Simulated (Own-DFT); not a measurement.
# Computed records: SiGe3 (diamond-structure random alloy, atoms displaced)

All values are calculated (Own-DFT development build). A calculation, not a measurement: plane-wave density functional theory by an unreviewed code, no spin, of a simulated periodic cell, stress positive in tension, run twice, with PBE and with PBEsol, both on files made for PBE, so the change isn't that of files made for PBEsol, forces on such cells passed a denser k mesh, this cell's mesh not checked; the far tail of each file's local potential was reset to the Coulomb form; each entry is a single point on an unrelaxed cell, so the pressure reflects the starting lattice, mostly measured values (interpolated for alloys), from which strain is counted, and rises with the displacements; printed positions are rounded, which can move forces by about a meV/angstrom; the program, named Own-DFT, is a retired in-house code; no spin-orbit coupling; stress was not checked against mesh or cutoff.

```yaml
- formula: SiGe3
  kind: "diamond-structure random alloy, atoms displaced"
  structure:
    cell_angstrom: [[11.2025, 0.0, 0.0], [0.0, 11.2025, 0.0], [0.0, 0.0, 11.2025]]
    atoms_fractional:
      - [Ge, 0.00507, 0.99972, 0.00237]
      - [Ge, 0.00345, 0.2502, 0.2532]
      - [Si, 0.25414, 0.99921, 0.24838]
      - [Si, 0.25227, 0.25116, 0.99546]
      - [Ge, 0.12518, 0.12833, 0.12448]
      - [Ge, 0.12788, 0.37556, 0.37203]
      - [Ge, 0.36892, 0.12965, 0.37164]
      - [Ge, 0.37522, 0.37497, 0.12951]
      - [Si, 0.99861, 0.99666, 0.49922]
      - [Ge, 0.99738, 0.25138, 0.75012]
      - [Si, 0.24553, 0.00212, 0.75268]
      - [Si, 0.25491, 0.2496, 0.50147]
      - [Ge, 0.1221, 0.12319, 0.6281]
      - [Ge, 0.12208, 0.37576, 0.87657]
      - [Ge, 0.37599, 0.12276, 0.8758]
      - [Ge, 0.37739, 0.37691, 0.62294]
      - [Si, 0.0022, 0.49825, 0.99751]
      - [Si, 0.00054, 0.74994, 0.25033]
      - [Ge, 0.25047, 0.50262, 0.25058]
      - [Si, 0.25048, 0.75297, 0.99445]
      - [Ge, 0.12326, 0.62361, 0.1269]
      - [Ge, 0.12599, 0.87703, 0.3753]
      - [Ge, 0.37045, 0.62326, 0.37605]
      - [Ge, 0.374, 0.87411, 0.1287]
      - [Ge, 0.99976, 0.50191, 0.49769]
      - [Ge, 0.00097, 0.75572, 0.754]
      - [Ge, 0.24683, 0.5013, 0.7502]
      - [Ge, 0.25061, 0.74931, 0.49959]
      - [Ge, 0.12381, 0.62575, 0.62375]
      - [Ge, 0.12286, 0.87651, 0.8737]
      - [Si, 0.37672, 0.62418, 0.87626]
      - [Ge, 0.36874, 0.87597, 0.62337]
      - [Ge, 0.50098, 0.00252, 0.99788]
      - [Ge, 0.50198, 0.24994, 0.24769]
      - [Ge, 0.7522, 0.00245, 0.24807]
      - [Ge, 0.75013, 0.24827, 0.9982]
      - [Si, 0.62473, 0.12801, 0.12882]
      - [Ge, 0.62071, 0.37611, 0.37559]
      - [Ge, 0.87821, 0.12462, 0.37737]
      - [Ge, 0.8832, 0.37267, 0.12865]
      - [Si, 0.49855, 0.99884, 0.49993]
      - [Si, 0.48941, 0.24501, 0.7513]
      - [Si, 0.75705, 0.00139, 0.75169]
      - [Ge, 0.74938, 0.25447, 0.49879]
      - [Ge, 0.62597, 0.12623, 0.62399]
      - [Ge, 0.62379, 0.37662, 0.87482]
      - [Si, 0.87685, 0.1277, 0.87795]
      - [Ge, 0.8782, 0.37499, 0.62039]
      - [Ge, 0.50436, 0.50125, 2.0e-05]
      - [Ge, 0.49887, 0.74955, 0.24972]
      - [Ge, 0.75079, 0.50414, 0.2452]
      - [Ge, 0.75149, 0.75618, 0.99689]
      - [Ge, 0.6284, 0.62436, 0.12044]
      - [Ge, 0.6223, 0.87712, 0.37297]
      - [Ge, 0.87382, 0.62407, 0.37319]
      - [Ge, 0.87117, 0.87566, 0.1258]
      - [Ge, 0.50036, 0.50178, 0.49986]
      - [Ge, 0.50263, 0.74692, 0.74918]
      - [Ge, 0.74784, 0.50285, 0.74529]
      - [Ge, 0.74957, 0.75029, 0.49966]
      - [Si, 0.62331, 0.62285, 0.6261]
      - [Ge, 0.62373, 0.87196, 0.87209]
      - [Si, 0.8724, 0.62573, 0.87592]
      - [Ge, 0.87687, 0.87609, 0.62892]
  settings:
    functional: "PBE, then PBEsol"
    potential_files: "PseudoDojo norm-conserving, scalar-relativistic, standard set"
    "wave_cutoff [hartree]": 42.0
    occupations: Fermi-Dirac
    "smearing_width [eV]": 0.1
    k_mesh: "3 x 3 x 3 centred on Gamma"
  results:
    "PBE_pressure [GPa]": 3.29
    "PBE_stress_xx [GPa]": -3.24
    "PBE_stress_yy [GPa]": -3.31
    "PBE_stress_zz [GPa]": -3.31
    "PBE_stress_yz [GPa]": -0.41
    "PBE_stress_xz [GPa]": -0.28
    "PBE_stress_xy [GPa]": 0.34
    "PBEsol_pressure [GPa]": 0.58
    "PBEsol_stress_xx [GPa]": -0.53
    "PBEsol_stress_yy [GPa]": -0.59
    "PBEsol_stress_zz [GPa]": -0.6
    "PBEsol_stress_yz [GPa]": -0.39
    "PBEsol_stress_xz [GPa]": -0.25
    "PBEsol_stress_xy [GPa]": 0.33
    force_element: [Ge, Ge, Si, Si, Ge, Ge, Ge, Ge, Si, Ge, Si, Si, Ge, Ge, Ge, Ge, Si, Si, Ge, Si, Ge, Ge, Ge, Ge, Ge, Ge, Ge, Ge, Ge, Ge, Si, Ge, Ge, Ge, Ge, Ge, Si, Ge, Ge, Ge, Si, Si, Si, Ge, Ge, Ge, Si, Ge, Ge, Ge, Ge, Ge, Ge, Ge, Ge, Ge, Ge, Ge, Ge, Ge, Si, Ge, Si, Ge]
    "PBE_force_x [eV/angstrom]": [-0.955, 0.008, -0.817, -0.152, 1.088, 0.369, 0.738, -0.135, 0.243, -0.121, 0.37, -0.928, 0.388, 0.47, -0.929, -0.414, -0.711, -0.22, -0.15, 0.133, 0.013, -0.15, 0.716, -0.22, 0.284, -0.486, 0.579, -0.467, -0.176, 1.005, -0.319, 0.681, 0.439, -0.167, -0.582, 0.046, 0.293, 0.647, -0.134, -0.644, -0.248, 1.334, -0.555, -0.014, -0.374, -0.249, -0.062, -0.366, -0.976, 0.244, 0.002, 0.041, -0.191, 0.069, 0.285, 1.086, 0.105, -0.857, 0.472, -0.332, 0.2, 0.505, 0.538, -0.29]
    "PBE_force_y [eV/angstrom]": [0.38, -0.333, 0.382, 0.099, -0.196, -0.234, -0.843, 0.02, 0.237, -0.258, -0.226, 0.248, 0.064, -0.217, 0.14, -0.542, 0.612, 0.187, -0.338, -0.572, 0.671, 0.052, 0.368, 0.084, -0.188, -1.336, 0.075, 0.054, 0.322, 0.184, 0.266, 0.496, -0.311, -0.189, 0.334, 0.084, -0.373, 0.303, -0.081, 0.444, 0.486, 0.704, 0.416, -0.409, -0.419, -0.782, -0.741, 0.342, -0.063, -0.536, -0.887, -0.871, 0.838, 0.168, 0.609, -0.201, 0.308, -0.21, -0.121, -0.116, 0.497, 1.056, -0.212, 0.276]
    "PBE_force_z [eV/angstrom]": [-0.166, 0.063, 0.085, 0.59, 0.039, 1.021, 0.458, -1.081, 0.331, 0.297, -0.186, 0.115, -0.77, 0.001, -0.216, 0.472, 0.296, 0.04, -0.254, 0.492, -0.949, -0.505, -0.036, -0.948, -0.191, -0.21, 0.201, -0.033, 0.29, 0.375, 0.038, 0.573, 0.947, 0.305, 0.266, 0.573, -0.799, -0.532, 0.162, -0.856, -0.162, -0.396, 0.262, -0.102, 0.579, -0.749, -0.295, 0.419, -0.027, 0.013, 0.371, -0.022, 0.149, 0.382, -0.122, 0.12, 0.211, -0.27, 0.365, 0.388, -0.567, -0.328, 0.007, -0.527]
    "PBEsol_force_x [eV/angstrom]": [-0.897, 0.002, -0.793, -0.151, 0.987, 0.323, 0.757, -0.094, 0.238, -0.079, 0.356, -0.904, 0.341, 0.458, -0.868, -0.405, -0.654, -0.214, -0.146, 0.089, 0.055, -0.109, 0.688, -0.146, 0.268, -0.441, 0.527, -0.451, -0.162, 0.897, -0.27, 0.653, 0.392, -0.209, -0.528, 0.041, 0.287, 0.623, -0.164, -0.653, -0.24, 1.309, -0.579, -0.01, -0.33, -0.214, -0.018, -0.356, -0.894, 0.239, 0.006, -0.003, -0.187, 0.103, 0.242, 1.014, 0.062, -0.825, 0.458, -0.288, 0.195, 0.46, 0.485, -0.271]
    "PBEsol_force_y [eV/angstrom]": [0.344, -0.313, 0.378, 0.095, -0.199, -0.194, -0.789, 0.049, 0.231, -0.215, -0.221, 0.249, 0.101, -0.215, 0.089, -0.458, 0.559, 0.175, -0.328, -0.519, 0.613, 0.014, 0.354, 0.074, -0.182, -1.251, 0.044, 0.048, 0.31, 0.178, 0.219, 0.41, -0.331, -0.133, 0.285, 0.15, -0.364, 0.291, -0.04, 0.397, 0.477, 0.693, 0.362, -0.393, -0.372, -0.724, -0.683, 0.329, -0.09, -0.511, -0.853, -0.807, 0.804, 0.122, 0.556, -0.16, 0.257, -0.141, -0.183, -0.092, 0.487, 0.987, -0.167, 0.199]
    "PBEsol_force_z [eV/angstrom]": [-0.137, 0.052, 0.085, 0.576, 0.042, 0.952, 0.41, -1.006, 0.329, 0.249, -0.18, 0.109, -0.714, -0.078, -0.167, 0.451, 0.329, 0.042, -0.239, 0.521, -0.883, -0.455, -0.035, -0.919, -0.186, -0.238, 0.155, -0.03, 0.278, 0.363, -0.002, 0.546, 0.882, 0.338, 0.286, 0.561, -0.784, -0.512, 0.117, -0.791, -0.164, -0.387, 0.214, -0.097, 0.527, -0.685, -0.245, 0.401, 0.005, 0.01, 0.364, 0.014, 0.148, 0.335, -0.084, 0.084, 0.168, -0.248, 0.359, 0.341, -0.556, -0.282, -0.03, -0.509]
    "rms_change_of_force_components_from_PBE_to_PBEsol [eV/angstrom]": 0.04
```
